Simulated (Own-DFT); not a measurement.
# Reading a pressure off an energy slope: monoclinic HfO2, 94 atoms (Hf32O62), with two O vacancies

Calculated, not measured. Each geometry was run twice at fixed positions with Own-DFT, a retired in-house plane-wave program that no person has reviewed: with PBE, and with HSE06 (exact exchange share 0.25 at short range, screening 0.11 per bohr, Gygi-Baldereschi treatment of its divergence). Both used PseudoDojo norm-conserving files made for PBE, a cutoff of 48 hartree, the Gamma point alone, fixed occupations, a neutral cell and no spin. With Gamma alone and a thickness of 10.1 Å, finite-size errors remain in every number. The hafnium file keeps the 4f electrons in the core, and its forces lie about 75 meV/Å off all-electron values. The oxygen file's force components were 24 meV/Å off all-electron values in a glass.

Unstrained cell vectors in Å: (10.234, 0.000, 0.000); (0.000, 10.350, 0.000); (-1.696, 0.000, 10.445), volume V0 = 1106.4 Å³, from measured lattice constants. Each geometry has its own random strain of a few per cent, its own defect sites and random moves of rms u per axis. HSE06 gave the energy alone. D is its energy less that of PBE, over the lowest D shown. The PBE stress wasn't checked against mesh or cutoff.

| run | V - V0 (Å³) | u (Å) | P with PBE (GPa) | D (eV) |
|---|---|---|---|---|
| 1 | 7.8 | 0.0492 | 3.29 | 1.095 |
| 2 | -27.2 | 0.0300 | 10.32 | 0.095 |
| 3 | -14.6 | 0.0273 | 6.41 | 0.308 |
| 4 | -9.5 | 0.0495 | 7.86 | 0.545 |
| 5 | -22.4 | 0.0289 | 8.76 | 0.244 |
| 6 | -30.3 | 0.0459 | 12.04 | 0.095 |
| 7 | -26.1 | 0.0294 | 10.86 | 0.087 |
| 8 | -27.0 | 0.0305 | 10.35 | 0.065 |
| 9 | -11.5 | 0.0302 | 6.40 | 0.428 |
| 10 | -21.9 | 0.0489 | 11.17 | 0.281 |
| 11 | 13.9 | 0.0492 | 2.54 | 1.292 |
| 12 | -37.0 | 0.0491 | 16.23 | 0.000 |
| 13 | -26.7 | 0.0503 | 12.28 | 0.274 |
| 14 | -28.8 | 0.0546 | 12.78 | ? |

## What the rows give

D = 0.65 + 0.0248 (V - V0) + 94 u² eV, with an error of 0.0011 on the volume slope, 21 on the last term and a scatter of 0.06 eV. Pressure is -dE/dV, and 1 eV/Å³ is 160.2 GPa, so HSE06 changes the pressure by -4.0 ± 0.2 GPa. With the ions held to the strained lattice, the PBE pressure falls by 288 ± 13 GPa per unit of volume strain; the shape of the strain isn't fitted, so the true error is larger, and a relaxed crystal would be softer. On that slope HSE06's volume at a given pressure is about 1.4 % smaller, or 0.5 % in lengths. At u = 0 and V0 the PBE pressure is 1.9 GPa, which puts the zero-pressure volume, against the measured cell and with the defects in, at +0.7 % for PBE and -0.7 % for HSE06, each good to a few tenths of a per cent.

## Test on the hidden row

The question: what D should run 14 give?

The fitted form gives 0.22 eV, with rows scattering by 0.06. DFT gave 0.320 eV.
